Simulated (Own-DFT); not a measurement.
# What a defect does to the pressure of its cell: D0_22 TiAl3

Source: density functional calculations with Own-DFT, an unreviewed in-house program that is no longer used. Nothing was measured or relaxed, and spin and spin-orbit coupling are left out.

Common settings: PBE; PseudoDojo norm-conserving scalar-relativistic files; cutoff 42 hartree; 4 x 4 x 4 k mesh centred on Gamma; cold (Marzari-Vanderbilt) smearing of 0.2 eV.

Limits: forces on such cells failed a check on a denser k mesh; stress not checked against mesh or cutoff.

All runs share one cell, with vectors in Å (-2.365, -6.981, 4.326); (-7.667, 3.491, 1.442); (-2.950, -3.488, -7.241) and a volume of 625.4 Å³. Atoms were moved at random from their sites; u is the rms move along one axis. The defect's site can differ from row to row.

| cell | formula | u (Å) | P (GPa) |
|---|---|---|---|
| no defect | Al30Ti10 | 0.0196 | 1.97 |
| no defect | Al30Ti10 | 0.0198 | 1.98 |
| no defect | Al30Ti10 | 0.0525 | 2.67 |
| two Ti on an Al site each | Al28Ti12 | 0.0299 | 3.29 |
| two Ti on an Al site each | Al28Ti12 | 0.0340 | 3.45 |
| two Ti on an Al site each | Al28Ti12 | 0.0547 | 3.65 |
| two Al vacancies | Al28Ti10 | 0.0254 | 1.08 |
| two Al vacancies | Al28Ti10 | 0.0477 | 1.82 |
| two Al vacancies | Al28Ti10 | 0.0549 | 1.71 |
| two Al on a Ti site each | Al32Ti8 | 0.0297 | 2.90 |
| two Al on a Ti site each | Al32Ti8 | 0.0333 | 2.96 |
| two Al on a Ti site each | Al32Ti8 | 0.0458 | ? |
| two Al on a Ti site each | Al32Ti8 | 0.0472 | 3.37 |

## Working it out

P = P0 + c u² + a shift for each defect gives P0 = 1.89 GPa, c = 265 ± 40 GPa/Å² and a scatter of 0.13 GPa. The shifts, and each times the cell's volume:

- two Ti on an Al site each: 1.12 ± 0.11 GPa, 4.4 eV (2.2 eV for each of its 2 sites)
- two Al on a Ti site each: 0.81 ± 0.11 GPa, 3.1 eV (1.6 eV for each of its 2 sites)
- two Al vacancies: -0.88 ± 0.11 GPa, -3.4 eV (-1.7 eV for each of its 2 sites)

Against the defect-free cell, a freed cell would be larger where the shift is positive and smaller where it is negative (160.2 GPa Å³ is 1 eV). The atoms around the defects weren't relaxed, which would change these numbers.

## Prediction

Asked: what pressure belongs in the blank (two Al on a Ti site each, u = 0.0458 Å)?

From the fit: 3.26 ± 0.15 GPa. The hidden result is 3.22 GPa.
